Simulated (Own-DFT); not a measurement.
# Forces on the neighbours of a vacancy: hexagonal WC, 63 atoms (C31W32), with one C vacancy

All numbers below are calculated, not measured. The program, named Own-DFT, is a retired in-house plane-wave density functional code that no person has reviewed. Each row is one single-point run on a periodic cell that was not relaxed, without spin or spin-orbit coupling.

Settings of every run: PBE; PseudoDojo norm-conserving scalar-relativistic files; cutoff 50 hartree; 4 x 4 x 4 k mesh centred on Gamma; cold (Marzari-Vanderbilt) smearing of 0.2 eV.

Known limits: forces on such cells moved up to 12 meV/angstrom on a denser k mesh; stress not checked against mesh or cutoff.

Cell vectors in Å: (5.833, -5.052, -2.839); (0.000, -5.052, 8.518); (-5.833, -5.052, -2.839). Every atom was also moved at random, by a Gaussian of width 0.05 Å on each axis. The defect's site can differ from row to row. The empty site has 6 nearest neighbours, all W. For each, d is its distance from the empty site and R the part of its force along the line away from it, positive outwards. The last column is the rms force component on atoms over 4.5 Å away.

```
run,d1 (Å),d2 (Å),d3 (Å),d4 (Å),d5 (Å),d6 (Å),R1 (eV/Å),R2 (eV/Å),R3 (eV/Å),R4 (eV/Å),R5 (eV/Å),R6 (eV/Å),far F (eV/Å)
1,2.114,2.179,2.184,2.212,2.225,2.264,1.94,1.00,0.67,0.66,0.13,-0.35,1.17
2,2.164,2.182,2.188,2.208,2.220,2.228,1.42,0.94,0.65,0.38,-0.47,0.08,1.57
3,2.196,2.212,2.213,2.229,2.253,2.299,0.62,0.02,0.57,-0.37,-1.07,-2.59,1.42
4,2.077,2.132,2.146,2.165,2.177,2.261,2.93,1.95,2.58,1.81,1.37,-0.72,1.48
5,2.155,2.165,2.168,2.223,2.233,2.273,1.42,1.54,1.55,0.75,-1.04,-2.42,1.47
6,2.100,2.159,2.200,2.240,2.276,2.332,2.49,0.16,0.67,-0.37,-1.39,-3.01,1.55
7,2.082,2.119,2.124,2.147,2.187,2.233,3.55,2.70,2.03,2.50,2.02,0.05,1.25
8,2.155,2.177,2.189,2.193,2.219,2.252,0.66,0.48,1.16,0.53,0.37,-1.71,1.36
9,2.134,2.161,2.162,2.181,2.182,2.288,2.44,2.38,1.51,0.54,0.99,-1.33,1.48
10,2.132,2.157,2.227,2.232,2.301,2.303,?,?,?,?,?,?,?
```

## Worked fit

A straight line through the 54 neighbours shown gives R = 0.66 - 24.6 (d - 2.193) eV/Å, with a scatter of 0.53 left by the moves of the other atoms. The slope, with an error of 1.3, is the pull back towards the neighbour's own site. The constant, 0.66 ± 0.07 eV/Å, is the force at the mean distance: with one bond gone, the neighbours are pushed outwards, away from the empty site. It shows how a relaxation would start, not where it would end, and it depends somewhat on the width of the random moves.

## Withheld run

Question: what mean R should the neighbours of run 10 feel? Their mean d is 2.225 Å.

The line gives -0.13 ± 0.24 eV/Å, by the scatter of the means of the runs shown. The calculation gave R = 1.84, 0.75, -0.80, -1.60, -1.89, -1.37, a mean of -0.51 eV/Å.
